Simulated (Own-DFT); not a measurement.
## Calculated data, GaN (wurtzite, strained, atoms displaced)

All values are calculated (Own-DFT development build). A calculation, not a measurement: plane-wave PBE density functional theory by an unreviewed code, no spin, of a simulated periodic cell, stress positive in tension, free energy of the whole cell less one offset for each atom, forces on such cells passed a denser k mesh, this cell's mesh not checked; offsets are fitted by least squares, one for each functional and potential file, so energies compare only between cells with the same atoms and settings and are not formation energies; the far tail of each file's local potential was reset to the Coulomb form; each entry is a single point on an unrelaxed cell, so the pressure reflects the starting lattice, mostly measured values (interpolated for alloys), from which strain is counted, and rises with the displacements; printed positions are rounded, which can move forces by about a meV/angstrom; the program, named Own-DFT, is a retired in-house code; no spin-orbit coupling.

Common to all runs: functional PBE; potential files PseudoDojo norm-conserving, scalar-relativistic, standard set with the stringent files for Ga; wave cutoff 96 hartree; occupations Gaussian; smearing width 0.01 eV; k mesh 3 x 4 x 3 centred on Gamma.

(1) GaN (wurtzite, strained, atoms displaced)

```
GaN
1.0
     12.7560     0.0000    -0.1276
     -4.7835     8.2853     0.0478
     -0.1037     0.0000    10.3700
Ga N Ga N Ga N Ga N Ga N Ga N Ga N Ga N Ga N Ga N Ga N Ga N Ga N Ga N Ga N Ga N Ga N Ga N Ga N Ga N Ga N Ga N Ga N Ga N
2 2 2 2 2 2 2 2 2 2 2 2 2 2 2 2 2 2 2 2 2 2 2 2 2 2 2 2 2 2 2 2 2 2 2 2 2 2 2 2 2 2 2 2 2 2 2 2
Direct
  0.07797 0.21934 0.00361
  0.17343 0.12144 0.24307
  0.08497 0.22213 0.19020
  0.15824 0.10720 0.44019
  0.08047 0.21287 0.50294
  0.16505 0.11559 0.74341
  0.08246 0.21909 0.68278
  0.16946 0.10578 0.92934
  0.08153 0.54737 0.99580
  0.16251 0.44824 0.24796
  0.08330 0.55017 0.18578
  0.16919 0.44438 0.43811
  0.08476 0.55565 0.49569
  0.17482 0.44686 0.74891
  0.08733 0.56103 0.69150
  0.17542 0.45788 0.94424
  0.07702 0.87901 0.00507
  0.16019 0.76999 0.24134
  0.08810 0.89781 0.18459
  0.17686 0.79432 0.44391
  0.08840 0.89263 0.50539
  0.16131 0.76954 0.75323
  0.08241 0.87911 0.68676
  0.17439 0.78840 0.93000
  0.32859 0.22897 0.99768
  0.41711 0.11803 0.24452
  0.32833 0.21024 0.18130
  0.42442 0.12395 0.43911
  0.33629 0.22224 0.50495
  0.41875 0.10536 0.75747
  0.32270 0.20816 0.69666
  0.41176 0.11724 0.93291
  0.33517 0.55915 0.99719
  0.41277 0.43435 0.25841
  0.33177 0.56175 0.18625
  0.41994 0.44571 0.44027
  0.32950 0.54914 0.49932
  0.41442 0.44060 0.74561
  0.33359 0.54594 0.69288
  0.41883 0.45280 0.93423
  0.33518 0.89077 0.99536
  0.41861 0.78189 0.24356
  0.33960 0.89814 0.18805
  0.41665 0.77099 0.44049
  0.34217 0.89859 0.50264
  0.41594 0.77465 0.75648
  0.33707 0.90657 0.68901
  0.41360 0.78496 0.92924
  0.58324 0.22478 0.99560
  0.67113 0.12100 0.24690
  0.57980 0.22645 0.19149
  0.66629 0.10976 0.43248
  0.58350 0.21597 0.50779
  0.66864 0.11098 0.75369
  0.58689 0.21761 0.69044
  0.65884 0.09281 0.94050
  0.57408 0.54431 0.99792
  0.67071 0.45511 0.25290
  0.58095 0.55613 0.18705
  0.67581 0.45402 0.44639
  0.59172 0.57006 0.50043
  0.67126 0.44437 0.75056
  0.58695 0.55373 0.69503
  0.66579 0.43829 0.93276
  0.58045 0.89040 0.99248
  0.66797 0.78727 0.25520
  0.58616 0.88778 0.18363
  0.66506 0.77809 0.43440
  0.57833 0.89442 0.49976
  0.66578 0.77854 0.74568
  0.58551 0.88735 0.69629
  0.66776 0.77920 0.93826
  0.82980 0.21964 0.00469
  0.91752 0.10931 0.24650
  0.83402 0.22594 0.19430
  0.92088 0.11341 0.44254
  0.83970 0.22568 0.50921
  0.91779 0.11983 0.74970
  0.83657 0.22388 0.68710
  0.90914 0.10539 0.94093
  0.83627 0.55687 0.00498
  0.91513 0.44052 0.24508
  0.83146 0.55431 0.19215
  0.92205 0.45193 0.44282
  0.84072 0.55940 0.49821
  0.91997 0.43624 0.75537
  0.83005 0.54774 0.68409
  0.91796 0.44522 0.93869
  0.83015 0.88926 0.99703
  0.91703 0.77745 0.25364
  0.83547 0.89013 0.19241
  0.92554 0.78994 0.43539
  0.83382 0.87895 0.49634
  0.91898 0.78719 0.74046
  0.83244 0.89212 0.68902
  0.92209 0.78516 0.93617
```

It finds free energy of cell above offsets -4.508 eV; pressure 7.09 GPa; stress xx -8.28 GPa; stress yy -5.63 GPa; stress zz -7.35 GPa; stress yz -0.26 GPa; stress xz -2.5 GPa; stress xy -0.21 GPa.

Force:
```
element  x (eV/Å)  y (eV/Å)  z (eV/Å)
     Ga     1.311     0.058    -1.026
     Ga    -0.803    -1.599     1.795
      N    -0.854     0.583    -0.439
      N     2.149     0.894    -0.961
     Ga     0.022     1.368    -1.127
     Ga     0.045    -2.129     1.156
      N    -0.996     0.994      1.58
      N    -2.119      0.33     1.279
     Ga     0.288     1.931     0.084
     Ga      2.31    -0.693     0.729
      N    -1.905     0.628    -0.555
      N    -0.992    -0.599    -0.206
     Ga     0.885     1.362     0.813
     Ga    -1.525    -0.561     0.484
      N     0.461    -2.067    -0.645
      N    -0.947    -2.477    -1.398
     Ga     1.511     1.605    -1.631
     Ga     1.079     1.859     1.414
      N    -0.459    -1.204     1.047
      N    -0.202    -1.855     -1.44
     Ga     0.309    -0.122    -0.772
     Ga     0.777     1.879    -1.083
      N    -0.885     1.217     0.357
      N    -1.115    -1.683      2.39
     Ga     0.734    -0.394    -0.953
     Ga      0.87    -0.861     1.199
      N    -0.148     2.257     0.386
      N    -0.485    -0.832    -0.544
     Ga    -0.751    -0.312     0.189
     Ga    -0.578     1.983    -0.994
      N     2.118      2.06    -1.556
      N     1.076      0.13     2.189
     Ga     0.814     0.862     0.914
     Ga    -0.065      1.19     -1.58
      N     0.578    -1.061     0.242
      N    -0.154    -0.207     0.774
     Ga     0.802     0.629     0.225
     Ga     1.679    -0.848     0.415
      N    -0.607     1.792    -1.212
      N    -1.149    -1.083    -0.052
     Ga    -0.689     1.062     0.786
     Ga     0.328     0.027     0.886
      N    -0.805    -1.091    -0.559
      N    -0.774     0.574     -0.42
     Ga      -0.2    -0.273    -0.277
     Ga    -0.398      0.52    -2.987
      N     0.744     -3.68    -0.488
      N     0.884    -0.845     2.431
     Ga    -0.413    -0.978     0.801
     Ga    -1.199    -1.306     0.159
      N     1.237     0.638    -1.003
      N     0.476     0.698     1.164
     Ga     0.455     1.574    -1.153
     Ga     0.235    -0.429    -0.149
      N    -0.666     0.312      0.56
      N     0.091     4.544    -0.621
     Ga     1.822     1.808     0.453
     Ga    -0.965    -1.072     0.651
      N    -0.117     -0.02     0.411
      N    -0.889    -0.759    -0.928
     Ga     0.178    -2.067     0.686
     Ga    -0.121    -0.225    -0.764
      N    -0.963     0.011    -1.112
      N     0.302      1.01     1.274
     Ga     0.842    -3.088     1.533
     Ga     0.455    -1.135    -1.685
      N    -1.001     1.104    -0.015
      N     0.003     1.276     1.287
     Ga      1.33     -0.48     0.447
     Ga     1.032    -0.637     1.212
      N    -1.261     0.462    -1.447
      N    -0.647    -0.954    -0.264
     Ga    -0.227    -0.238     -0.31
     Ga     0.196     0.198     1.402
      N     0.573     -0.67    -1.177
      N    -1.399    -0.738    -0.857
     Ga    -0.472    -0.362    -2.497
     Ga     1.124    -1.431     0.241
      N    -0.904    -0.213     1.315
      N     0.398     1.625    -0.433
     Ga    -0.946     0.483    -1.129
     Ga      0.11     1.125     1.538
      N     0.855     0.487    -0.501
      N     0.039    -1.153    -1.309
     Ga    -0.418     0.443     0.519
     Ga    -0.985     1.834    -1.186
      N     1.219     1.041     0.858
      N    -0.443    -0.849     0.667
     Ga     0.651    -1.118     0.741
     Ga     0.495     0.752    -0.797
      N    -0.358    -0.273    -0.706
      N     0.111    -1.508     0.594
     Ga     -0.98     1.596     0.459
     Ga     0.451    -1.577     1.084
      N    -0.047     0.323    -0.662
      N    -1.426    -1.386    -0.213
```

(2) GaN (wurtzite, strained, atoms displaced)

```
GaN
1.0
     12.7560     0.0000    -0.1276
     -4.7835     8.2853     0.0478
     -0.1037     0.0000    10.3700
Ga N Ga N Ga N Ga N Ga N Ga N Ga N Ga N Ga N Ga N Ga N Ga N Ga N Ga N Ga N Ga N Ga N Ga N Ga N Ga N Ga N Ga N Ga N Ga N
2 2 2 2 2 2 2 2 2 2 2 2 2 2 2 2 2 2 2 2 2 2 2 2 2 2 2 2 2 2 2 2 2 2 2 2 2 2 2 2 2 2 2 2 2 2 2 2
Direct
  0.08302 0.22704 0.99436
  0.16430 0.10572 0.24764
  0.08528 0.22509 0.18594
  0.17334 0.11507 0.42877
  0.07921 0.21914 0.49875
  0.16838 0.10368 0.74602
  0.08441 0.22085 0.68503
  0.16884 0.11855 0.93996
  0.08562 0.56003 0.00448
  0.16536 0.44239 0.25264
  0.09367 0.56768 0.18724
  0.16171 0.43092 0.44240
  0.08449 0.54830 0.50653
  0.16546 0.45872 0.76125
  0.08245 0.55422 0.68109
  0.16426 0.43283 0.94286
  0.07998 0.89420 0.00138
  0.16356 0.77092 0.24736
  0.08812 0.89194 0.19158
  0.16519 0.77526 0.43774
  0.08947 0.89761 0.50231
  0.16680 0.76999 0.74783
  0.08719 0.89709 0.68448
  0.16719 0.77629 0.93111
  0.33992 0.21845 0.00040
  0.41302 0.10574 0.25565
  0.32768 0.21683 0.18423
  0.41031 0.10977 0.44481
  0.33379 0.23158 0.50443
  0.41591 0.11476 0.74472
  0.33248 0.22172 0.68698
  0.41982 0.11809 0.93618
  0.33241 0.56448 0.99239
  0.41944 0.43838 0.24904
  0.33634 0.55734 0.19530
  0.41421 0.44537 0.43792
  0.33186 0.55238 0.50332
  0.41497 0.43613 0.74411
  0.32686 0.56278 0.68187
  0.41877 0.43909 0.94305
  0.33844 0.89863 0.00266
  0.41167 0.77336 0.25245
  0.32938 0.89579 0.19083
  0.41431 0.76968 0.43429
  0.33241 0.88574 0.49999
  0.40940 0.77081 0.74820
  0.33459 0.89293 0.68029
  0.41926 0.76677 0.93377
  0.58049 0.21346 0.99971
  0.67132 0.11309 0.25289
  0.58547 0.21713 0.18798
  0.66985 0.11345 0.44747
  0.58152 0.21655 0.49646
  0.67074 0.11828 0.74746
  0.57915 0.21745 0.67981
  0.66248 0.10720 0.94610
  0.58364 0.55683 0.99993
  0.66549 0.43633 0.25410
  0.58575 0.54770 0.19394
  0.67647 0.45243 0.43373
  0.57482 0.54748 0.49719
  0.66378 0.44118 0.75168
  0.57900 0.55525 0.69135
  0.66670 0.45198 0.93554
  0.59448 0.90219 0.99527
  0.66607 0.78375 0.26368
  0.57738 0.89763 0.18460
  0.65944 0.76812 0.43811
  0.58731 0.89519 0.49284
  0.67235 0.78520 0.75333
  0.58520 0.88824 0.69059
  0.66629 0.76818 0.94072
  0.82795 0.22082 0.99878
  0.92675 0.12300 0.24539
  0.82752 0.21892 0.19320
  0.91380 0.11083 0.43503
  0.83575 0.22072 0.49846
  0.91063 0.12000 0.76119
  0.81838 0.21548 0.68588
  0.91826 0.10762 0.94550
  0.83003 0.54999 0.99369
  0.91748 0.44178 0.23690
  0.82731 0.54682 0.18685
  0.91775 0.44715 0.44363
  0.82672 0.54583 0.49998
  0.91448 0.44299 0.74047
  0.82846 0.55318 0.68758
  0.91806 0.44375 0.93890
  0.83599 0.88412 0.99595
  0.91143 0.76992 0.25506
  0.82602 0.89135 0.19431
  0.91595 0.78341 0.44287
  0.82924 0.88842 0.50824
  0.91344 0.77786 0.75623
  0.83600 0.89289 0.67698
  0.90801 0.76775 0.94320
```

The calculation gives: free energy of cell above offsets -3.614 eV; pressure 7.17 GPa; stress xx -5.37 GPa; stress yy -8.23 GPa; stress zz -7.93 GPa; stress yz 0.08 GPa; stress xz -1.74 GPa; stress xy -0.89 GPa.

Force:
```
element  x (eV/Å)  y (eV/Å)  z (eV/Å)
     Ga      1.28    -1.875     1.409
     Ga     0.213     1.008    -0.255
      N     0.147      0.18    -0.459
      N    -1.032    -0.041     1.697
     Ga     0.684      -1.2     0.413
     Ga    -1.356     1.816     1.279
      N    -0.984     0.495     1.391
      N     0.301    -1.065    -0.601
     Ga     0.231    -0.214    -0.929
     Ga     1.151     0.382     0.166
      N    -0.832    -2.935    -0.302
      N    -0.074      1.82    -0.894
     Ga    -0.319     0.648    -2.881
     Ga     1.431    -2.247    -1.711
      N    -0.845    -0.118      2.46
      N    -0.983     3.295    -0.618
     Ga      0.89    -0.119    -0.028
     Ga    -0.111     2.368     1.581
      N    -1.444    -1.513    -0.959
      N     0.122    -0.405     0.177
     Ga    -0.484    -0.843    -1.354
     Ga     -0.59     1.608    -0.669
      N    -0.017    -2.448     1.035
      N    -0.104     0.414      1.11
     Ga     -2.05     0.973     0.366
     Ga    -0.034     1.294    -0.075
      N     0.973     0.266     0.735
      N      0.86     0.463    -0.684
     Ga     0.128    -1.104    -1.221
     Ga      0.79    -0.723     0.122
      N    -0.264    -0.163     0.128
      N     0.684    -1.429    -0.922
     Ga     1.659    -2.772      2.28
     Ga    -0.705     0.273    -0.569
      N    -0.543    -0.787    -1.283
      N    -0.056    -0.404    -0.039
     Ga    -0.531     0.071    -1.318
     Ga    -0.904     1.596     1.716
      N     0.743    -1.676     1.559
      N     -1.18     0.492    -1.153
     Ga     0.094    -1.185    -0.368
     Ga     0.221     0.802    -0.951
      N     0.887    -1.341    -0.712
      N    -0.179     1.096     1.125
     Ga    -0.003    -0.282    -1.098
     Ga     1.288     1.845    -0.277
      N    -0.285    -0.483     1.797
      N    -0.918     3.234    -0.003
     Ga    -0.264     1.953     0.722
     Ga    -1.289     -0.81     0.524
      N    -1.094     0.013     0.384
      N    -0.351     0.062    -1.663
     Ga    -0.458     0.837    -0.266
     Ga    -3.068    -2.479     0.818
      N     0.126     0.687     1.478
      N     0.523     2.205    -2.456
     Ga    -0.191    -0.857     1.203
     Ga    -0.008     0.108    -1.186
      N    -0.849     1.072    -0.481
      N    -2.959    -2.145     0.852
     Ga     1.505      0.65     0.785
     Ga    -0.479     0.025    -0.718
      N     0.701     0.148    -0.857
      N     0.513    -1.869     0.277
     Ga    -0.305    -4.042     1.306
     Ga    -0.279    -0.678    -3.128
      N     1.109    -0.958     0.571
      N     0.151     0.888     1.862
     Ga    -0.531    -1.625     1.506
     Ga    -0.489    -1.001    -0.671
      N    -0.697     0.384    -0.273
      N    -0.208     2.305    -0.495
     Ga     0.965     0.221     0.923
     Ga    -1.213     -1.81     0.606
      N     1.789     0.806    -1.416
      N     0.181    -0.332     0.109
     Ga      0.01     0.722    -0.272
     Ga     1.815    -0.593    -1.993
      N     3.559     2.006    -0.042
      N     -1.56     0.135    -0.572
     Ga    -0.013    -0.509     1.215
     Ga    -0.184     0.798     1.789
      N     0.833     0.774    -0.481
      N     0.333    -0.594    -0.942
     Ga     1.964     2.395     0.397
     Ga    -0.251     0.195     0.769
      N     0.304     0.396     0.559
      N     0.082    -0.274    -0.614
     Ga    -1.654     0.047      2.23
     Ga    -0.245     0.777    -0.127
      N     1.498     0.163    -0.986
      N     0.446    -0.633    -0.009
     Ga     0.508    -0.124    -4.062
     Ga       0.6     0.172    -1.561
      N    -0.387     0.241     5.097
      N      1.56     1.076    -0.919
```

(3) GaN (wurtzite, strained, atoms displaced)

```
GaN
1.0
     12.7560    -0.1276     0.0000
     -4.8664     8.3331     0.0000
      0.0000     0.0000    10.3700
Ga N Ga N Ga N Ga N Ga N Ga N Ga N Ga N Ga N Ga N Ga N Ga N Ga N Ga N Ga N Ga N Ga N Ga N Ga N Ga N Ga N Ga N Ga N Ga N
2 2 2 2 2 2 2 2 2 2 2 2 2 2 2 2 2 2 2 2 2 2 2 2 2 2 2 2 2 2 2 2 2 2 2 2 2 2 2 2 2 2 2 2 2 2 2 2
Direct
  0.08604 0.22036 0.99744
  0.16037 0.10753 0.25165
  0.08044 0.21055 0.17824
  0.16616 0.11007 0.44394
  0.08116 0.22068 0.49882
  0.16829 0.10663 0.74731
  0.08161 0.21591 0.70019
  0.17527 0.11312 0.94154
  0.08361 0.55484 0.00617
  0.16099 0.43702 0.24686
  0.08649 0.55743 0.18560
  0.17218 0.44392 0.42996
  0.08036 0.55514 0.49887
  0.16259 0.43583 0.75687
  0.08931 0.56414 0.69080
  0.17253 0.45395 0.94011
  0.08492 0.87917 0.00422
  0.16676 0.77972 0.24944
  0.08400 0.88449 0.19421
  0.16497 0.77865 0.44543
  0.07878 0.88682 0.50313
  0.16827 0.77468 0.74921
  0.08428 0.88456 0.68862
  0.17518 0.78383 0.94590
  0.33600 0.22217 0.99495
  0.41033 0.10674 0.24697
  0.34453 0.22944 0.19598
  0.41642 0.10659 0.43775
  0.33940 0.23024 0.49671
  0.41226 0.10110 0.75204
  0.32703 0.21986 0.68431
  0.41413 0.10034 0.93612
  0.32935 0.55351 0.99904
  0.42000 0.43901 0.24961
  0.33251 0.56016 0.18438
  0.41154 0.44153 0.43470
  0.32602 0.55187 0.49534
  0.42596 0.44385 0.75020
  0.33159 0.55362 0.68570
  0.41411 0.44137 0.94180
  0.33353 0.89293 0.99700
  0.41583 0.76874 0.24203
  0.33005 0.88621 0.18534
  0.42168 0.78387 0.44385
  0.33464 0.88984 0.49955
  0.42186 0.78190 0.75304
  0.32836 0.88565 0.68891
  0.41251 0.77431 0.93262
  0.57315 0.20766 0.00433
  0.67183 0.10995 0.25411
  0.58564 0.22280 0.19401
  0.67467 0.12019 0.44194
  0.58490 0.22578 0.50070
  0.66438 0.10835 0.75115
  0.58377 0.21284 0.69131
  0.67981 0.11029 0.93483
  0.57786 0.55470 0.99763
  0.66629 0.45259 0.25521
  0.57980 0.55531 0.18709
  0.66517 0.43970 0.43841
  0.58642 0.55744 0.50566
  0.66784 0.44179 0.74878
  0.58375 0.55093 0.68868
  0.66615 0.43990 0.93095
  0.57406 0.89234 0.00217
  0.66441 0.77503 0.24571
  0.57532 0.88307 0.18596
  0.66056 0.76532 0.44224
  0.57539 0.89264 0.50409
  0.66642 0.77044 0.75186
  0.57801 0.89743 0.68678
  0.67226 0.79316 0.93502
  0.83941 0.23641 0.99409
  0.92080 0.11542 0.24807
  0.83357 0.21996 0.19294
  0.91960 0.10311 0.44166
  0.84484 0.21943 0.49854
  0.91163 0.10775 0.74883
  0.83400 0.22000 0.69192
  0.91900 0.10819 0.93766
  0.83989 0.55999 0.00418
  0.91949 0.44224 0.24530
  0.82842 0.54906 0.18637
  0.91556 0.44594 0.44549
  0.83593 0.55735 0.49068
  0.91358 0.44449 0.74643
  0.82459 0.54974 0.68955
  0.91670 0.44060 0.93377
  0.82730 0.88076 0.99314
  0.91397 0.78346 0.24707
  0.84054 0.89011 0.19982
  0.91639 0.77783 0.43497
  0.83612 0.89003 0.50437
  0.91631 0.77437 0.75609
  0.82900 0.88003 0.68896
  0.91150 0.76848 0.94532
```

Results for GaN (wurtzite, strained, atoms displaced): free energy of cell above offsets -4.478 eV; pressure 7.22 GPa; stress xx -7.4 GPa; stress yy -7.8 GPa; stress zz -6.45 GPa; stress yz 0.33 GPa; stress xz -0.53 GPa; stress xy -4.18 GPa.

Force:
```
element  x (eV/Å)  y (eV/Å)  z (eV/Å)
     Ga     0.112    -0.091    -1.283
     Ga     1.581     0.245     0.392
      N     0.068     1.377     1.496
      N    -0.299     0.078    -0.735
     Ga     1.649     0.536     1.248
     Ga    -0.801    -0.143     0.774
      N    -0.254     0.051    -1.583
      N    -1.423     -1.26    -0.486
     Ga     0.372     0.409    -1.862
     Ga     1.003      0.37    -0.635
      N    -0.398    -0.497     1.181
      N    -2.821    -1.048     0.374
     Ga     1.148     0.526     0.554
     Ga     0.369     1.197    -1.064
      N    -0.433    -2.371    -0.427
      N    -1.565    -1.712     0.218
     Ga    -0.594     1.328    -0.129
     Ga     0.412     -0.32     1.187
      N    -0.613     0.386    -0.738
      N     0.115    -0.196    -1.216
     Ga     0.815     0.195    -0.354
     Ga    -0.575     0.597     0.856
      N    -0.716    -0.203     0.762
      N    -2.046    -1.891    -1.377
     Ga     0.685    -0.052     1.438
     Ga     1.853    -0.248     0.979
      N    -2.189    -1.662    -1.915
      N    -0.267     0.807     0.011
     Ga    -0.184    -1.447      0.21
     Ga    -0.087     0.952    -1.311
      N     2.152     0.577     0.493
      N    -0.558     1.638     0.004
     Ga     1.359     0.697     0.176
     Ga    -1.626     1.372     0.519
      N     0.391     -2.23     0.204
      N     0.731     1.137     0.441
     Ga     2.192     1.303     1.253
     Ga    -2.847    -0.715    -0.079
      N      0.53    -0.092     0.546
      N    -0.196     0.428    -0.857
     Ga     1.265     -1.28     1.187
     Ga    -1.675     1.295     2.012
      N     0.767     0.048     0.183
      N    -2.076    -1.721    -1.919
     Ga    -0.204    -0.279     0.297
     Ga    -1.637    -1.411    -1.376
      N     1.273     0.217    -0.098
      N     0.046     0.391     1.344
     Ga     2.037     1.975    -0.085
     Ga    -1.647    -0.174     0.126
      N    -0.154    -0.322    -0.495
      N     0.049    -0.832    -0.159
     Ga     0.379    -1.137     0.165
     Ga     0.793     0.526     0.025
      N    -1.437     1.011    -0.514
      N    -2.699    -0.364     0.841
     Ga      1.71     0.394    -0.054
     Ga     0.078     -1.34    -1.042
      N     1.113     0.525    -0.536
      N    -0.336     1.087     0.366
     Ga     -0.67    -1.089    -0.992
     Ga    -0.878    -1.339     0.353
      N     0.613     0.454     0.197
      N    -0.506     0.066     1.891
     Ga     1.732     0.208    -0.804
     Ga     0.033     0.486     1.122
      N     1.882      1.12     0.234
      N    -0.041     2.401    -0.681
     Ga     2.705      0.69     -0.31
     Ga    -1.253     0.851    -0.604
      N     2.219    -1.143     0.362
      N    -1.992    -2.324      0.43
     Ga     1.049    -2.772      1.25
     Ga    -0.501    -0.937     0.126
      N     0.937     0.404    -1.001
      N    -0.598      0.83    -1.009
     Ga    -1.994     0.307     0.823
     Ga     0.545    -0.344     0.717
      N         0     0.288    -0.912
      N    -0.347     0.218     0.326
     Ga    -1.203    -2.402    -0.663
     Ga    -1.096     0.398     1.049
      N     0.926     0.846     0.942
      N     0.884    -0.841     -1.51
     Ga    -0.815    -0.056     1.403
     Ga     0.452     0.234    -0.406
      N     2.123     1.292    -1.119
      N      0.14      2.49     0.339
     Ga     1.441     1.779     1.649
     Ga     2.183    -1.848     0.776
      N     -3.05     0.727     -2.18
      N    -0.283    -0.068     0.359
     Ga    -0.731     -1.76    -0.633
     Ga     0.001    -0.238    -0.664
      N     0.674     0.676     0.358
      N      0.73     1.757    -0.755
```
